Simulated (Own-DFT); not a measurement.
Simulation results for GaP (zincblende, strained, atoms displaced), GaN (wurtzite, strained, atoms displaced)

All values are calculated (Own-DFT development build). A calculation, not a measurement: plane-wave PBE density functional theory by an unreviewed code, no spin, of a simulated periodic cell, stress positive in tension, free energy of the whole cell less one offset for each atom, forces on such cells passed a denser k mesh, this cell's mesh not checked; offsets are fitted by least squares, one for each functional and potential file, so energies compare only between cells with the same atoms and settings and are not formation energies; the far tail of each file's local potential was reset to the Coulomb form; each entry is a single point on an unrelaxed cell, so the pressure reflects the starting lattice, mostly measured values (interpolated for alloys), from which strain is counted, and rises with the displacements; printed positions are rounded, which can move forces by about a meV/angstrom; the program, named Own-DFT, is a retired in-house code; no spin-orbit coupling.

Settings shared by all entries: functional PBE.

(1) GaP (zincblende, strained, atoms displaced)

```cif
# cell vector a (Å): 10.8620 0.0000 0.0000
# cell vector b (Å): 0.0000 10.8620 0.0000
# cell vector c (Å): 0.0000 0.0000 10.9439
data_GaP
_symmetry_space_group_name_H-M 'P 1'
_symmetry_Int_Tables_number 1
_cell_length_a 10.8620
_cell_length_b 10.8620
_cell_length_c 10.9439
_cell_angle_alpha 90.000
_cell_angle_beta 90.000
_cell_angle_gamma 90.000
_cell_volume 1291.19
loop_
_atom_site_label
_atom_site_type_symbol
_atom_site_fract_x
_atom_site_fract_y
_atom_site_fract_z
_atom_site_occupancy
Ga1 Ga 0.99755 0.99779 0.99666 1
Ga2 Ga 0.99807 0.25023 0.25284 1
Ga3 Ga 0.25205 0.99659 0.24908 1
Ga4 Ga 0.25053 0.24934 0.00219 1
P1 P 0.12614 0.12796 0.12530 1
P2 P 0.12421 0.37569 0.37338 1
P3 P 0.37570 0.11908 0.37669 1
P4 P 0.37396 0.37217 0.12439 1
Ga5 Ga 0.00263 0.99823 0.50242 1
Ga6 Ga 0.00528 0.25134 0.75320 1
Ga7 Ga 0.25464 0.00170 0.75017 1
Ga8 Ga 0.24718 0.25430 0.49788 1
P5 P 0.12469 0.12421 0.62444 1
P6 P 0.12091 0.37521 0.87459 1
P7 P 0.37293 0.12316 0.87695 1
P8 P 0.37430 0.37024 0.62301 1
Ga9 Ga 0.00088 0.49880 0.99590 1
Ga10 Ga 0.00249 0.75109 0.24646 1
Ga11 Ga 0.25007 0.50215 0.25313 1
Ga12 Ga 0.24971 0.74666 0.99681 1
P9 P 0.12689 0.62268 0.12549 1
P10 P 0.12279 0.87291 0.37701 1
P11 P 0.37686 0.62588 0.37410 1
P12 P 0.37613 0.87248 0.12997 1
Ga13 Ga 0.00321 0.49914 0.49873 1
Ga14 Ga 0.99812 0.75296 0.74583 1
Ga15 Ga 0.24675 0.49603 0.75113 1
Ga16 Ga 0.25315 0.75098 0.50214 1
P13 P 0.12320 0.63099 0.62455 1
P14 P 0.12799 0.87713 0.87888 1
P15 P 0.37865 0.63139 0.87351 1
P16 P 0.37324 0.87679 0.62664 1
Ga17 Ga 0.50114 0.00209 0.00174 1
Ga18 Ga 0.49459 0.24881 0.25270 1
Ga19 Ga 0.74368 0.99673 0.25173 1
Ga20 Ga 0.75483 0.24558 0.00569 1
P17 P 0.62060 0.12097 0.12517 1
P18 P 0.62663 0.37691 0.37366 1
P19 P 0.87480 0.12709 0.37474 1
P20 P 0.87616 0.37743 0.12112 1
Ga21 Ga 0.49787 0.99678 0.49988 1
Ga22 Ga 0.50421 0.25645 0.75227 1
Ga23 Ga 0.75122 0.00099 0.75331 1
Ga24 Ga 0.75167 0.24680 0.49868 1
P21 P 0.62318 0.12670 0.62590 1
P22 P 0.62913 0.37181 0.87107 1
P23 P 0.87444 0.12430 0.87327 1
P24 P 0.87638 0.37604 0.62445 1
Ga25 Ga 0.49897 0.50374 0.00408 1
Ga26 Ga 0.50229 0.75130 0.24626 1
Ga27 Ga 0.75413 0.49767 0.25467 1
Ga28 Ga 0.74935 0.75120 0.00045 1
P25 P 0.62669 0.62326 0.12738 1
P26 P 0.62601 0.87765 0.37022 1
P27 P 0.87760 0.62170 0.37632 1
P28 P 0.87661 0.87411 0.12747 1
Ga29 Ga 0.50319 0.49949 0.50024 1
Ga30 Ga 0.49785 0.74610 0.74681 1
Ga31 Ga 0.74983 0.49917 0.75484 1
Ga32 Ga 0.75153 0.74953 0.50006 1
P29 P 0.62198 0.62697 0.62083 1
P30 P 0.62491 0.87674 0.87419 1
P31 P 0.87588 0.62667 0.87671 1
P32 P 0.87614 0.87788 0.62634 1
```

| Item | Value |
| --- | --- |
| potential files | PseudoDojo norm-conserving, scalar-relativistic, standard set |
| wave cutoff | 42 hartree |
| occupations | Fermi-Dirac |
| smearing width | 0.1 eV |
| hardware | one NVIDIA H100 |
| k mesh | 3 x 3 x 3 centred on Gamma |
| free energy of cell above offsets | -35.081 eV |
| pressure | 3.14 GPa |
| stress xx | -3.34 GPa |
| stress yy | -3.3 GPa |
| stress zz | -2.77 GPa |
| stress yz | -0.17 GPa |
| stress xz | 0.13 GPa |
| stress xy | -0.26 GPa |
| wall time | 506.9 s |

Force:
```tsv
element	x (eV/Å)	y (eV/Å)	z (eV/Å)
Ga	0.233	0.373	0.516
Ga	0.119	0.075	-0.565
Ga	-0.509	0.235	0.197
Ga	-0.239	0.053	-0.374
P	-0.391	-0.569	0.15
P	0.085	0.076	-0.013
P	-0.512	0.637	0.006
P	0.004	0.583	0.224
Ga	-0.326	0.304	-0.358
Ga	-0.781	-0.356	-0.694
Ga	-0.645	0.008	0.083
Ga	0.169	-0.815	-0.049
P	0.329	0.234	0.193
P	0.918	-0.144	0.428
P	0.604	0.64	-0.129
P	0.114	0.713	0.25
Ga	-0.09	0.454	0.414
Ga	-0.132	-0.388	0.418
Ga	0.215	-0.26	-0.286
Ga	0.142	0.387	0.593
P	-0.143	0.002	-0.344
P	0.444	0.111	-0.224
P	0.158	0.072	0.241
P	-0.193	0.085	-1.069
Ga	-0.107	0.127	0.43
Ga	0.264	0.03	0.794
Ga	0.37	0.628	-0.326
Ga	-0.2	-0.071	-0.309
P	0.376	-0.775	0.048
P	-0.224	-0.255	-0.749
P	-0.563	-1.265	0.156
P	0.354	-0.293	-0.103
Ga	-0.513	-0.629	-0.261
Ga	0.474	-0.046	-0.031
Ga	1.019	0.735	-0.527
Ga	-0.556	0.022	-0.374
P	0.527	0.77	0.383
P	-0.224	-0.648	0.154
P	-0.018	-0.8	-0.035
P	0.08	-0.206	0.581
Ga	0.508	0.174	0.237
Ga	-0.699	-0.924	-0.248
Ga	-0.379	0.056	-0.501
Ga	-0.242	0.44	0.321
P	0.134	-0.354	-0.091
P	-0.152	0.473	1.458
P	0.377	0.251	0.266
P	0.008	-0.135	0.182
Ga	0.243	-0.469	-0.529
Ga	0.059	-0.344	0.429
Ga	-0.127	0.195	-0.533
Ga	-0.008	-0.013	0.094
P	0.299	0.064	-0.007
P	-0.417	-0.878	1.11
P	0.095	0.569	-0.197
P	-0.403	0.266	-0.239
Ga	-0.509	-0.145	-0.19
Ga	0.495	0.845	-0.075
Ga	0.225	0.396	-0.76
Ga	0.02	0.242	-0.238
P	0.619	-0.276	0.592
P	-0.227	-0.356	0.002
P	-0.053	0.14	-0.296
P	-0.498	-0.051	-0.225
```

(2) GaN (wurtzite, strained, atoms displaced)

```cif
# cell vector a (Å): 12.7560 0.0000 0.0000
# cell vector b (Å): -4.7835 8.2853 0.0000
# cell vector c (Å): 0.0000 0.0000 10.3182
data_GaN
_symmetry_space_group_name_H-M 'P 1'
_symmetry_Int_Tables_number 1
_cell_length_a 12.7560
_cell_length_b 9.5670
_cell_length_c 10.3182
_cell_angle_alpha 90.000
_cell_angle_beta 90.000
_cell_angle_gamma 120.000
_cell_volume 1090.50
loop_
_atom_site_label
_atom_site_type_symbol
_atom_site_fract_x
_atom_site_fract_y
_atom_site_fract_z
_atom_site_occupancy
Ga1 Ga 0.07920 0.21623 0.00125 1
Ga2 Ga 0.16333 0.10749 0.24848 1
N1 N 0.08456 0.22662 0.18606 1
N2 N 0.16702 0.11297 0.44034 1
Ga3 Ga 0.08030 0.22175 0.50043 1
Ga4 Ga 0.17006 0.10756 0.75257 1
N3 N 0.07255 0.21507 0.69024 1
N4 N 0.16169 0.09919 0.93982 1
Ga5 Ga 0.08943 0.55911 0.00001 1
Ga6 Ga 0.16491 0.45732 0.24119 1
N5 N 0.08787 0.56341 0.18851 1
N6 N 0.17170 0.43762 0.44216 1
Ga7 Ga 0.09017 0.55906 0.50134 1
Ga8 Ga 0.17155 0.44742 0.74988 1
N7 N 0.08694 0.56488 0.68798 1
N8 N 0.16235 0.43808 0.93578 1
Ga9 Ga 0.07714 0.89504 0.99446 1
Ga10 Ga 0.16083 0.77471 0.23792 1
N9 N 0.08343 0.89426 0.18284 1
N10 N 0.16830 0.77826 0.44899 1
Ga11 Ga 0.08205 0.90454 0.49956 1
Ga12 Ga 0.16489 0.78440 0.75769 1
N11 N 0.08212 0.89256 0.69094 1
N12 N 0.16337 0.77825 0.93275 1
Ga13 Ga 0.33241 0.22161 0.00153 1
Ga14 Ga 0.41252 0.10540 0.24015 1
N13 N 0.32161 0.21480 0.19139 1
N14 N 0.41889 0.11147 0.44220 1
Ga15 Ga 0.33423 0.22385 0.49941 1
Ga16 Ga 0.40680 0.10866 0.74842 1
N15 N 0.33450 0.22300 0.68562 1
N16 N 0.41832 0.10591 0.93947 1
Ga17 Ga 0.33993 0.55823 0.00844 1
Ga18 Ga 0.41635 0.44155 0.25662 1
N17 N 0.32431 0.55565 0.18445 1
N18 N 0.42111 0.44759 0.43792 1
Ga19 Ga 0.33931 0.55123 0.50300 1
Ga20 Ga 0.41258 0.43514 0.75270 1
N19 N 0.32874 0.54901 0.67788 1
N20 N 0.41257 0.42880 0.94448 1
Ga21 Ga 0.33261 0.89308 0.99714 1
Ga22 Ga 0.41578 0.78044 0.24769 1
N21 N 0.33686 0.89582 0.18371 1
N22 N 0.41462 0.77243 0.44169 1
Ga23 Ga 0.33279 0.89672 0.50388 1
Ga24 Ga 0.42272 0.78226 0.74947 1
N23 N 0.34191 0.90621 0.69395 1
N24 N 0.42008 0.78208 0.94409 1
Ga25 Ga 0.58775 0.22209 0.00486 1
Ga26 Ga 0.67037 0.11688 0.24741 1
N25 N 0.58659 0.23671 0.18601 1
N26 N 0.66892 0.11502 0.44021 1
Ga27 Ga 0.58839 0.22426 0.49638 1
Ga28 Ga 0.66620 0.10808 0.73972 1
N27 N 0.58261 0.23399 0.69137 1
N28 N 0.66988 0.11567 0.94359 1
Ga29 Ga 0.58081 0.55718 0.00803 1
Ga30 Ga 0.66162 0.44599 0.25049 1
N29 N 0.57161 0.54385 0.18518 1
N30 N 0.66854 0.44017 0.44948 1
Ga31 Ga 0.58390 0.55650 0.50698 1
Ga32 Ga 0.67295 0.45348 0.75043 1
N31 N 0.57859 0.55339 0.68414 1
N32 N 0.66833 0.44726 0.94054 1
Ga33 Ga 0.58070 0.88860 0.00430 1
Ga34 Ga 0.67450 0.78103 0.25005 1
N33 N 0.58608 0.89662 0.18590 1
N34 N 0.66704 0.78118 0.44658 1
Ga35 Ga 0.58228 0.88285 0.50168 1
Ga36 Ga 0.66408 0.77169 0.75107 1
N35 N 0.58244 0.88895 0.69768 1
N36 N 0.66152 0.77518 0.93969 1
Ga37 Ga 0.83453 0.22639 0.99341 1
Ga38 Ga 0.92682 0.12216 0.24910 1
N37 N 0.83032 0.21311 0.18179 1
N38 N 0.91747 0.11004 0.43668 1
Ga39 Ga 0.83889 0.22378 0.50449 1
Ga40 Ga 0.91685 0.11137 0.75042 1
N39 N 0.82205 0.21788 0.68573 1
N40 N 0.91835 0.11223 0.93046 1
Ga41 Ga 0.84085 0.56568 0.99268 1
Ga42 Ga 0.92032 0.44870 0.25256 1
N41 N 0.83201 0.54665 0.18778 1
N42 N 0.91443 0.44236 0.45144 1
Ga43 Ga 0.83068 0.55786 0.49192 1
Ga44 Ga 0.91454 0.43937 0.74966 1
N43 N 0.83176 0.55014 0.69859 1
N44 N 0.92000 0.45022 0.93362 1
Ga45 Ga 0.83261 0.89574 0.99486 1
Ga46 Ga 0.91348 0.77743 0.24582 1
N45 N 0.83129 0.89317 0.18891 1
N46 N 0.91306 0.77310 0.43711 1
Ga47 Ga 0.82763 0.88990 0.49680 1
Ga48 Ga 0.91426 0.78182 0.75998 1
N47 N 0.83418 0.88459 0.69001 1
N48 N 0.91488 0.78358 0.93280 1
```

| Quantity | Value |
| --- | --- |
| potential files | PseudoDojo norm-conserving, scalar-relativistic, standard set with the stringent files for Ga |
| wave cutoff | 96 hartree |
| occupations | Gaussian |
| smearing width | 0.01 eV |
| k mesh | 3 x 4 x 3 centred on Gamma |
| free energy of cell above offsets | -4.073 eV |
| pressure | 8.26 GPa |
| stress xx | -6.28 GPa |
| stress yy | -8.83 GPa |
| stress zz | -9.67 GPa |
| stress yz | 0.68 GPa |
| stress xz | 0.68 GPa |
| stress xy | -1.25 GPa |

Force:
```tsv
element	x (eV/Å)	y (eV/Å)	z (eV/Å)
Ga	0.48	0.661	-0.879
Ga	-0.701	0.485	0.814
N	0.42	0.331	0.146
N	-0.149	0.966	-0.782
Ga	0.512	0.054	0.532
Ga	-1.514	0.67	-0.49
N	2.284	1.274	-0.44
N	0.171	3.038	-0.565
Ga	-0.75	-0.404	-1.244
Ga	1.714	-2.15	2.308
N	-1.704	-0.822	-0.837
N	-1.085	0.952	-1.338
Ga	-0.219	-0.389	0.311
Ga	-1.53	-0.528	-0.435
N	0.209	-0.907	0.701
N	1.066	0.559	0.823
Ga	1.229	-2.135	0.822
Ga	0.691	2.349	2.259
N	-0.546	-1.142	0.191
N	-1.066	0.752	-2.005
Ga	0.887	-2.806	0.725
Ga	0.706	-0.483	-2.906
N	-0.186	-0.289	-0.26
N	0.075	0.248	2.828
Ga	0.292	-2.102	0.603
Ga	0.151	1.865	1.674
N	1.705	1.171	-0.32
N	-0.323	0.629	-1.36
Ga	0.457	-0.218	-0.533
Ga	2.611	2.52	1.174
N	-1.334	-0.034	0.2
N	-0.807	1.419	0.059
Ga	-0.78	-0.537	-2.351
Ga	-1.651	-0.559	-0.936
N	1.916	0.504	1.712
N	0.44	-0.619	0.385
Ga	-1.33	0.482	-1.903
Ga	-0.02	1.199	0.067
N	1.173	0.839	3.226
N	-0.484	2.545	-1.048
Ga	0.149	-0.844	-0.326
Ga	0.436	0.013	0.722
N	-0.667	-1.843	0.142
N	-0.074	0.659	-0.424
Ga	0.771	-0.928	0.032
Ga	-1.794	-0.804	0.524
N	-0.178	-3.71	-0.699
N	-0.742	-1.159	-0.908
Ga	-0.601	0.704	-1.668
Ga	-0.59	-0.035	0.606
N	-0.077	-2.073	1.124
N	0.807	-0.989	-0.426
Ga	-0.865	-0.874	1.589
Ga	-2.592	0.857	1.996
N	0.358	-1.429	-0.389
N	-0.018	-0.91	-1.192
Ga	0.989	-0.697	-2.276
Ga	0.96	0.409	0.684
N	0.899	1.892	1.899
N	-1.65	1.314	-2.183
Ga	0.557	-0.323	-1.457
Ga	-1.187	-1.286	0.552
N	-0.01	0.134	2.069
N	-0.274	0.487	0.323
Ga	0.742	1.099	-0.926
Ga	-2.349	-0.529	0.404
N	0.122	-1.124	1.457
N	0.013	-1.234	-1.635
Ga	-1.321	1.244	0.064
Ga	0.134	0.371	0.022
N	1.066	-0.476	-1.602
N	0.43	0.108	0.199
Ga	0.162	0.1	0.342
Ga	-1.652	-0.923	0.114
N	0.95	1.749	0.679
N	-0.217	0.025	-0.036
Ga	-0.92	-0.398	-0.951
Ga	-1.329	-0.692	-0.98
N	2.811	0.559	0.602
N	-0.565	0.025	1.546
Ga	-0.854	-1.487	0.661
Ga	-0.407	-1.302	0.454
N	-0.591	1.372	-0.171
N	0.985	0.72	-1.868
Ga	1.3	-0.185	2.216
Ga	0.485	0.768	-0.821
N	0.562	1.928	-1.533
N	0.58	-0.125	1.135
Ga	-0.649	-0.579	0.522
Ga	0.397	-0.341	0.233
N	1.457	0.229	-0.756
N	-0.238	1.471	-0.443
Ga	1.826	0.102	1.006
Ga	1.023	-0.994	-3.605
N	-1.384	0.469	-0.486
N	-0.185	0.096	2.913
```
